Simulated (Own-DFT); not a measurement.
# Computed records: Hf$_{36}$O$_{71}$ (tetragonal hafnia with one neutral oxygen vacancy, atoms displaced)

All values are calculated (Own-DFT development build). A calculation, not a measurement: plane-wave PBE and HSE06 DFT by an unreviewed code, no spin, of a simulated cell at Gamma alone, so results move with cell size and shape, stress positive in tension, energies less offsets, not probed for a lower state with spin; hafnium file: forces about 75 meV/angstrom off all-electron values; oxygen file: force components 24 meV/angstrom off all-electron in a glass; k mesh not checked against a denser one; forces and stress are PBE's, HSE06 gives the energy alone, and its difference from PBE has offsets of its own; offsets are fitted by least squares, one for each functional and potential file, so energies compare only between cells with the same atoms and settings and are not formation energies; the far tail of each file's local potential was reset to the Coulomb form; each entry is a single point on an unrelaxed cell, so the pressure reflects the starting lattice, taken from the Materials Project, from which strain is counted, and rises with the displacements; printed positions are rounded, which can move forces by about a meV/angstrom; the program is a retired in-house code; no spin-orbit coupling.

Common to all runs: first functional PBE; second functional HSE06; exact exchange share 0.25; screening 0.11 1/bohr; exchange divergence Gygi-Baldereschi; potential files PseudoDojo norm-conserving, scalar-relativistic, made for PBE, standard set; wave cutoff 48 hartree; occupations fixed; k mesh 1 x 1 x 1 centred on Gamma.

(1) 
```cif
# cell vector a (Å): 10.7800 0.0000 0.0000
# cell vector b (Å): 0.0000 10.7800 0.0000
# cell vector c (Å): 0.0000 0.0000 10.4493
data_Hf36O71
_symmetry_space_group_name_H-M 'P 1'
_symmetry_Int_Tables_number 1
_cell_length_a 10.7800
_cell_length_b 10.7800
_cell_length_c 10.4493
_cell_angle_alpha 90.000
_cell_angle_beta 90.000
_cell_angle_gamma 90.000
_cell_volume 1214.30
loop_
_atom_site_label
_atom_site_type_symbol
_atom_site_fract_x
_atom_site_fract_y
_atom_site_fract_z
_atom_site_occupancy
Hf1 Hf 0.00058 0.00104 0.99571 1
Hf2 Hf 0.17044 0.16756 0.24901 1
O1 O 0.99714 0.16410 0.14654 1
O2 O 0.16878 0.99165 0.34063 1
O3 O 0.00995 0.16570 0.41243 1
O4 O 0.17340 0.00491 0.09555 1
Hf3 Hf 0.01645 0.00113 0.51017 1
Hf4 Hf 0.17207 0.16526 0.75250 1
O5 O 0.98678 0.16188 0.66020 1
O6 O 0.15438 0.99588 0.83314 1
O7 O 0.99222 0.16676 0.89402 1
O8 O 0.17238 0.97850 0.60210 1
Hf5 Hf 0.02067 0.32891 0.99074 1
Hf6 Hf 0.16525 0.50178 0.24971 1
O9 O 0.01343 0.49745 0.14389 1
O10 O 0.16257 0.33557 0.33419 1
O11 O 0.00896 0.49983 0.40286 1
O12 O 0.15860 0.33754 0.09049 1
Hf7 Hf 0.99829 0.33203 0.50695 1
Hf8 Hf 0.16293 0.51350 0.75305 1
O13 O 0.00289 0.48773 0.67010 1
O14 O 0.16638 0.33856 0.85099 1
O15 O 0.00004 0.48925 0.90294 1
O16 O 0.16783 0.33230 0.61005 1
Hf9 Hf 0.00157 0.65861 0.00007 1
Hf10 Hf 0.16935 0.83076 0.24725 1
O17 O 0.99232 0.83200 0.16002 1
O18 O 0.17686 0.65833 0.33832 1
O19 O 0.99660 0.82831 0.41183 1
O20 O 0.16385 0.66966 0.09523 1
Hf11 Hf 0.00556 0.66830 0.51019 1
Hf12 Hf 0.15662 0.83790 0.74780 1
O21 O 0.99507 0.82741 0.65148 1
O22 O 0.16258 0.67035 0.85706 1
O23 O 0.99489 0.81862 0.90769 1
O24 O 0.17395 0.65964 0.58700 1
Hf13 Hf 0.32925 0.00289 0.00140 1
Hf14 Hf 0.48586 0.15551 0.25770 1
O25 O 0.32890 0.16728 0.15210 1
O26 O 0.50019 0.00161 0.35390 1
O27 O 0.33951 0.16871 0.40924 1
O28 O 0.49392 0.00310 0.09574 1
Hf15 Hf 0.34052 0.01291 0.49253 1
Hf16 Hf 0.50328 0.16818 0.75380 1
O29 O 0.34211 0.16252 0.66692 1
O30 O 0.49372 0.99043 0.85574 1
O31 O 0.33635 0.17391 0.90340 1
O32 O 0.50417 0.00280 0.59791 1
Hf17 Hf 0.33920 0.33748 0.99503 1
Hf18 Hf 0.50071 0.51529 0.24584 1
O33 O 0.34423 0.50210 0.14326 1
O34 O 0.49814 0.32746 0.32360 1
O35 O 0.34178 0.51058 0.40147 1
O36 O 0.49810 0.33772 0.09960 1
Hf19 Hf 0.34236 0.33447 0.49396 1
Hf20 Hf 0.49059 0.49597 0.75017 1
O37 O 0.33517 0.49869 0.65137 1
O38 O 0.49382 0.34470 0.83420 1
O39 O 0.33312 0.50371 0.91284 1
O40 O 0.50405 0.33798 0.57956 1
Hf21 Hf 0.35014 0.67749 0.99490 1
Hf22 Hf 0.49267 0.84341 0.24335 1
O41 O 0.32188 0.83264 0.14853 1
O42 O 0.50395 0.66531 0.35132 1
O43 O 0.33023 0.82449 0.40013 1
O44 O 0.51212 0.67987 0.10663 1
Hf23 Hf 0.32725 0.65204 0.51267 1
Hf24 Hf 0.49175 0.83251 0.74328 1
O45 O 0.34392 0.82763 0.64595 1
O46 O 0.50107 0.66969 0.84613 1
O47 O 0.33428 0.83372 0.90644 1
O48 O 0.51360 0.67260 0.58895 1
Hf25 Hf 0.66827 0.01918 0.00111 1
Hf26 Hf 0.83400 0.16583 0.25414 1
O49 O 0.66502 0.16302 0.15429 1
O50 O 0.83173 0.00342 0.35129 1
O51 O 0.66893 0.16236 0.39601 1
O52 O 0.82724 0.00198 0.10656 1
Hf27 Hf 0.65490 0.99152 0.48694 1
Hf28 Hf 0.83317 0.16578 0.75017 1
O53 O 0.65545 0.17599 0.64712 1
O54 O 0.84383 0.00268 0.84394 1
O55 O 0.65881 0.16465 0.90568 1
Hf29 Hf 0.66255 0.33891 0.01861 1
Hf30 Hf 0.83711 0.49564 0.23597 1
O56 O 0.67422 0.49468 0.15992 1
O57 O 0.82783 0.31926 0.34507 1
O58 O 0.66510 0.49544 0.40671 1
O59 O 0.82994 0.33784 0.09395 1
Hf31 Hf 0.65882 0.32981 0.49390 1
Hf32 Hf 0.82371 0.50340 0.73822 1
O60 O 0.66622 0.50016 0.64893 1
O61 O 0.83221 0.34729 0.85003 1
O62 O 0.66847 0.50211 0.89447 1
O63 O 0.83931 0.32661 0.60743 1
Hf33 Hf 0.67705 0.65874 0.00068 1
Hf34 Hf 0.84280 0.83264 0.26054 1
O64 O 0.67052 0.82482 0.15220 1
O65 O 0.83730 0.66765 0.33853 1
O66 O 0.67915 0.83488 0.40499 1
O67 O 0.83099 0.67414 0.09811 1
Hf35 Hf 0.65695 0.67048 0.49084 1
Hf36 Hf 0.82190 0.83188 0.74661 1
O68 O 0.67158 0.83733 0.65932 1
O69 O 0.81486 0.66207 0.84641 1
O70 O 0.66996 0.84152 0.90274 1
O71 O 0.83378 0.65862 0.61082 1
_calc_PBE_energy_of_cell_above_offsets '-88.009'  # eV
_calc_HSE06_less_PBE_above_offsets '0.587'  # eV
_calc_PBE_pressure 6.44  # GPa
_calc_PBE_stress_xx -6.86  # GPa
_calc_PBE_stress_yy -5.57  # GPa
_calc_PBE_stress_zz -6.88  # GPa
_calc_PBE_stress_yz 0.18  # GPa
_calc_PBE_stress_xz -1.23  # GPa
_calc_PBE_stress_xy 0.55  # GPa
```

Force:
```tsv
element	x (eV/Å)	y (eV/Å)	z (eV/Å)
Hf	-2.31	-0.554	0.811
Hf	-3.159	-0.321	-0.78
O	1.515	-0.143	0.657
O	0.429	2.444	1.264
O	0.685	-0.187	-0.283
O	-2.153	-0.096	-0.361
Hf	-3.867	-0.364	-1.439
Hf	-1.299	2.579	0.002
O	4.283	-1.146	-1.779
O	0.257	1.207	2.271
O	1.406	-0.541	0.758
O	1.548	1.643	-0.801
Hf	-5.809	0.274	-1.379
Hf	0.811	0.207	-1.752
O	-2.581	0.385	0.78
O	1.315	-1.145	1.454
O	-0.503	-0.267	0.812
O	5.607	-0.83	2.395
Hf	-0.109	0.463	0.165
Hf	-0.333	-2.159	1.5
O	0.301	1.038	-2.24
O	0.788	-1.132	-0.796
O	0.875	2.855	-0.025
O	0.907	-1.105	-1.909
Hf	-0.012	-0.734	0.377
Hf	-1.523	-2.152	0.416
O	2.83	0.698	-0.886
O	-0.51	1.959	1.432
O	0.78	0.629	0.09
O	1.029	0.14	0.001
Hf	-3.298	-0.527	-1.726
Hf	0.763	-2.055	0.365
O	1.013	0.112	0.344
O	0.509	0.014	-1.978
O	0.515	2.618	-0.583
O	-3.72	0.118	3.478
Hf	2.107	-0.303	-1.123
Hf	3.164	2.682	-3.067
O	0.35	0.256	0.137
O	-0.821	-1.515	0.677
O	-0.661	1.042	-1.534
O	-0.162	-0.233	1.586
Hf	-0.39	-5.768	2.496
Hf	1.506	-1.752	1.145
O	-1.746	-0.126	-2.305
O	-0.289	1.985	-1.356
O	-0.757	-1.454	-0.018
O	-1.521	-0.171	-0.147
Hf	-0.906	1.151	1.469
Hf	-0.104	-1.376	0.256
O	-1.289	0.234	1.227
O	-0.552	0.988	2.405
O	0.135	-3.798	-0.457
O	-0.448	-0.435	-1.354
Hf	-1.595	2.536	0.339
Hf	3.569	3.62	-0.41
O	-0.977	0.234	-0.461
O	-0.346	-3.446	1.689
O	0.165	0.588	-1.995
O	-3.035	0.157	1.463
Hf	-1.169	-1.915	1.763
Hf	1.559	-2.851	-0.987
O	2.796	0.265	-0.659
O	0.624	1.945	-0.461
O	0.568	1.489	0.164
O	-1.852	-1.072	-0.683
Hf	5.062	3.54	-3.098
Hf	3.047	0.482	2.062
O	-3.031	-0.404	0.136
O	-1.08	-0.624	0.016
O	-0.709	1.432	-1.205
O	-3.539	-0.172	2.145
Hf	0.406	-5.291	1.564
Hf	-0.62	-2.166	-1.565
O	-1.033	0.466	-0.008
O	0.598	-0.217	0.732
O	-1.241	-0.117	0.622
O	1.462	0.222	-1.617
Hf	3.659	2.339	1.992
Hf	-1.922	2.285	0.867
O	0.983	-0.142	0.659
O	-0.285	-0.598	0.212
O	-0.426	3.301	-1.782
Hf	2.29	-0.059	-2.646
Hf	2.036	-0.007	1.92
O	-2.144	0.497	-1.538
O	0.884	3.447	1.037
O	-0.022	0.517	-0.849
O	1.177	0.06	0.975
Hf	4.103	-0.45	-0.61
Hf	0.1	-1.155	2.646
O	-2.336	-0.713	-0.516
O	-0.627	-2.573	-0.618
O	-1.562	-1.291	1.772
O	-1.04	0.574	-1.885
Hf	-0.105	3.183	-1.523
Hf	-2.581	1.048	-1.207
O	-1.083	1.285	1.951
O	0	-2.202	1.104
O	-1.017	-0.61	-0.745
O	1.677	-1.816	0.068
Hf	3.332	-2.055	-0.292
Hf	1.269	-0.468	2.818
O	-2.843	0.49	-2.484
O	1.017	0.594	0.299
O	0.418	-0.324	0.523
O	0.82	0.808	-2.388
```

(2) 
```cif
# cell vector a (Å): 10.7800 0.0000 0.0000
# cell vector b (Å): 0.0000 10.7800 0.0000
# cell vector c (Å): 0.0000 0.0000 10.4493
data_Hf36O71
_symmetry_space_group_name_H-M 'P 1'
_symmetry_Int_Tables_number 1
_cell_length_a 10.7800
_cell_length_b 10.7800
_cell_length_c 10.4493
_cell_angle_alpha 90.000
_cell_angle_beta 90.000
_cell_angle_gamma 90.000
_cell_volume 1214.30
loop_
_atom_site_label
_atom_site_type_symbol
_atom_site_fract_x
_atom_site_fract_y
_atom_site_fract_z
_atom_site_occupancy
Hf1 Hf 0.99734 0.00158 0.99238 1
Hf2 Hf 0.17182 0.16288 0.24834 1
O1 O 0.00633 0.16442 0.16146 1
O2 O 0.16880 0.99345 0.34134 1
O3 O 0.99590 0.17121 0.39851 1
O4 O 0.16874 0.99347 0.10276 1
Hf3 Hf 0.00642 0.00058 0.50889 1
Hf4 Hf 0.16223 0.16562 0.74350 1
O5 O 0.00295 0.16898 0.64857 1
O6 O 0.16481 0.99968 0.84988 1
O7 O 0.00677 0.16842 0.90206 1
O8 O 0.16615 0.00303 0.59353 1
Hf5 Hf 0.00487 0.33619 0.99756 1
Hf6 Hf 0.17083 0.50090 0.25288 1
O9 O 0.99442 0.50005 0.15629 1
O10 O 0.16901 0.33001 0.34888 1
O11 O 0.99006 0.49693 0.39719 1
O12 O 0.16876 0.32493 0.09928 1
Hf7 Hf 0.99378 0.33237 0.50211 1
Hf8 Hf 0.16796 0.50062 0.76423 1
O13 O 0.00116 0.50056 0.65672 1
O14 O 0.16196 0.33240 0.85210 1
O15 O 0.99254 0.50412 0.91556 1
O16 O 0.16071 0.33029 0.60082 1
Hf9 Hf 0.00030 0.67104 0.00009 1
Hf10 Hf 0.16233 0.82952 0.25891 1
O17 O 0.00432 0.82514 0.15398 1
O18 O 0.16120 0.66720 0.35138 1
O19 O 0.00069 0.83110 0.40947 1
O20 O 0.16854 0.66402 0.11110 1
Hf11 Hf 0.00637 0.66651 0.49950 1
Hf12 Hf 0.16276 0.83311 0.75442 1
O21 O 0.99167 0.82978 0.64523 1
O22 O 0.16622 0.67003 0.84770 1
O23 O 0.00586 0.82648 0.90192 1
O24 O 0.16625 0.66726 0.59936 1
Hf13 Hf 0.32946 0.00504 0.98274 1
Hf14 Hf 0.49527 0.15939 0.25293 1
O25 O 0.33105 0.16637 0.15621 1
O26 O 0.49683 0.99684 0.34970 1
O27 O 0.33495 0.16814 0.40416 1
O28 O 0.49396 0.99673 0.09395 1
Hf15 Hf 0.33135 0.99570 0.49288 1
Hf16 Hf 0.49083 0.17326 0.74855 1
O29 O 0.33118 0.16930 0.65910 1
O30 O 0.49274 0.99856 0.84894 1
O31 O 0.32537 0.17106 0.90158 1
O32 O 0.50272 0.00092 0.59611 1
Hf17 Hf 0.33441 0.33562 0.00379 1
Hf18 Hf 0.50911 0.49349 0.24958 1
O33 O 0.34429 0.50112 0.15063 1
O34 O 0.33620 0.50209 0.40699 1
O35 O 0.49772 0.33506 0.09786 1
Hf19 Hf 0.32983 0.32780 0.50045 1
Hf20 Hf 0.50439 0.49966 0.74579 1
O36 O 0.33633 0.50023 0.65552 1
O37 O 0.50172 0.33199 0.85325 1
O38 O 0.33897 0.50235 0.89723 1
O39 O 0.50652 0.33472 0.59219 1
Hf21 Hf 0.33195 0.66963 0.99539 1
Hf22 Hf 0.50327 0.83716 0.24603 1
O40 O 0.32339 0.83528 0.15180 1
O41 O 0.49795 0.66016 0.34842 1
O42 O 0.33908 0.83707 0.40576 1
O43 O 0.49534 0.66955 0.09982 1
Hf23 Hf 0.33899 0.66689 0.50148 1
Hf24 Hf 0.49429 0.83857 0.74163 1
O44 O 0.33975 0.83612 0.65740 1
O45 O 0.49042 0.65442 0.84838 1
O46 O 0.33440 0.83174 0.90056 1
O47 O 0.49947 0.67343 0.59103 1
Hf25 Hf 0.67243 0.00216 0.00845 1
Hf26 Hf 0.82539 0.17230 0.26086 1
O48 O 0.66278 0.17228 0.15491 1
O49 O 0.83566 0.99129 0.34812 1
O50 O 0.67193 0.17267 0.40849 1
O51 O 0.83954 0.00471 0.09916 1
Hf27 Hf 0.66477 0.99976 0.50821 1
Hf28 Hf 0.82625 0.16314 0.75522 1
O52 O 0.67135 0.16188 0.65540 1
O53 O 0.83154 0.00456 0.84667 1
O54 O 0.65995 0.16349 0.90634 1
O55 O 0.82423 0.00114 0.60070 1
Hf29 Hf 0.67254 0.33466 0.00399 1
Hf30 Hf 0.83636 0.49894 0.25672 1
O56 O 0.67044 0.49401 0.14986 1
O57 O 0.83768 0.33035 0.34321 1
O58 O 0.66985 0.49594 0.40113 1
O59 O 0.82917 0.33319 0.09809 1
Hf31 Hf 0.66733 0.33455 0.50023 1
Hf32 Hf 0.82915 0.50259 0.74630 1
O60 O 0.67250 0.50431 0.65342 1
O61 O 0.83333 0.32814 0.85052 1
O62 O 0.67532 0.50313 0.90163 1
O63 O 0.82845 0.33025 0.60395 1
Hf33 Hf 0.66735 0.66720 0.00830 1
Hf34 Hf 0.83143 0.83471 0.25721 1
O64 O 0.65974 0.83859 0.16071 1
O65 O 0.82954 0.65634 0.34833 1
O66 O 0.66080 0.83680 0.40045 1
O67 O 0.82945 0.66744 0.09964 1
Hf35 Hf 0.66358 0.66941 0.50199 1
Hf36 Hf 0.83562 0.82890 0.75436 1
O68 O 0.67028 0.83332 0.66195 1
O69 O 0.83364 0.66257 0.84301 1
O70 O 0.66319 0.83767 0.89957 1
O71 O 0.84083 0.67269 0.59909 1
_calc_PBE_energy_of_cell_above_offsets '-96.649'  # eV
_calc_HSE06_less_PBE_above_offsets '0.085'  # eV
_calc_PBE_pressure 2.57  # GPa
_calc_PBE_stress_xx -2.08  # GPa
_calc_PBE_stress_yy -2.81  # GPa
_calc_PBE_stress_zz -2.83  # GPa
_calc_PBE_stress_yz -0.47  # GPa
_calc_PBE_stress_xz -0.81  # GPa
_calc_PBE_stress_xy -0.1  # GPa
```

Force:
```tsv
element	x (eV/Å)	y (eV/Å)	z (eV/Å)
Hf	1.579	0.709	2.301
Hf	-1.884	0.166	-0.219
O	-1.44	0.153	-0.89
O	0.108	1.532	2.27
O	0.118	-1.328	1.503
O	-0.869	0.878	-1.921
Hf	-3.121	0.43	-1.937
Hf	-0.278	1.335	1.35
O	-1.363	-0.927	0.199
O	-0.044	-0.323	-0.93
O	-0.205	-0.644	-0.102
O	1.261	-0.319	1.154
Hf	-0.897	-0.732	1.462
Hf	-0.043	-0.139	-0.751
O	1.633	-0.277	-0.118
O	0.375	0.771	0.271
O	0.926	0.078	1.26
O	0.001	1.09	-0.129
Hf	0.447	0.056	-0.204
Hf	0.258	-0.586	-2.023
O	0.22	-0.112	0.279
O	-0.09	0.638	-0.31
O	0.946	-0.308	-1.272
O	0.865	0.017	-0.186
Hf	0	-1.095	2.747
Hf	0.772	-0.049	-2.83
O	-1.67	0.154	0.134
O	0.374	-1.239	0.889
O	-0.085	0.68	-0.639
O	-0.303	-0.874	-1.821
Hf	-0.758	-0.94	0.28
Hf	0.238	-0.531	-0.958
O	2.114	1.261	1.366
O	-0.047	-0.398	0.809
O	-0.474	1.939	-1.037
O	0.951	0.54	0.358
Hf	0.202	-1.394	2.977
Hf	0.05	1.301	-0.799
O	1.495	0.005	-0.686
O	0.121	1.053	0.094
O	0.417	-0.998	0.012
O	0.729	0.319	0.324
Hf	0.899	0.532	0.417
Hf	2.437	-0.894	1.363
O	-0.21	0.122	-1.395
O	-0.525	1.014	-1.1
O	0.407	0.407	-0.441
O	-1.496	-0.101	0.438
Hf	0.324	0.67	0.084
Hf	-0.893	-0.197	0.131
O	-1.686	-0.492	0.518
O	-0.385	-0.945	-0.11
O	0.591	-0.259	0.443
Hf	-0.424	1.845	-0.065
Hf	-0.754	-0.359	1.505
O	-0.529	-0.062	-0.161
O	-0.208	0.534	-1.183
O	-1.607	-1.11	0.783
O	-1.324	-0.387	0.381
Hf	0.671	-0.221	1.788
Hf	-3.406	-1.372	0.244
O	1.445	-0.591	0.678
O	0.508	0.83	-0.111
O	-0.44	-1.483	-0.021
O	1.226	0.377	-0.472
Hf	-1.17	-0.625	-0.721
Hf	2.665	-0.513	3.087
O	-3.405	0.222	-1.506
O	0.772	2.048	-0.759
O	-0.501	0.349	-0.733
O	0.698	-0.211	1.277
Hf	-1.434	-0.193	-0.96
Hf	1.849	-1.848	-1.726
O	-0.115	-0.851	0.48
O	-0.33	1.722	0.461
O	-0.375	-1.571	-0.621
O	-0.708	-0.619	-0.086
Hf	0.93	0.3	-0.871
Hf	0.494	1.405	-0.816
O	-2.209	0.32	0.08
O	0.884	-1.74	1.189
O	0.566	0.017	0.085
O	2.332	-0.033	-0.056
Hf	-0.921	0.041	-0.758
Hf	0.104	-0.535	-1.397
O	-0.571	0.577	0.154
O	-0.37	1.167	1.625
O	-0.743	0.323	0.375
O	1.685	-0.659	0.255
Hf	0.434	0.075	-0.04
Hf	1.494	-1.05	1.09
O	-1.554	0.413	-1.211
O	-0.001	0.605	-0.115
O	-0.367	-0.202	0.266
O	0.735	0.359	-0.684
Hf	-1.021	-0.106	-1.427
Hf	0.834	-1.349	-0.687
O	2.788	0.054	-1.415
O	-0.313	2.921	0.574
O	0.291	-0.862	0.848
O	0.363	0.56	-0.3
Hf	1.613	-0.084	-0.971
Hf	-1.154	0.032	-0.609
O	-0.742	-0.348	-1.404
O	0.242	1.315	0.899
O	0.566	-0.652	1.566
O	-1.584	-0.531	-0.425
```
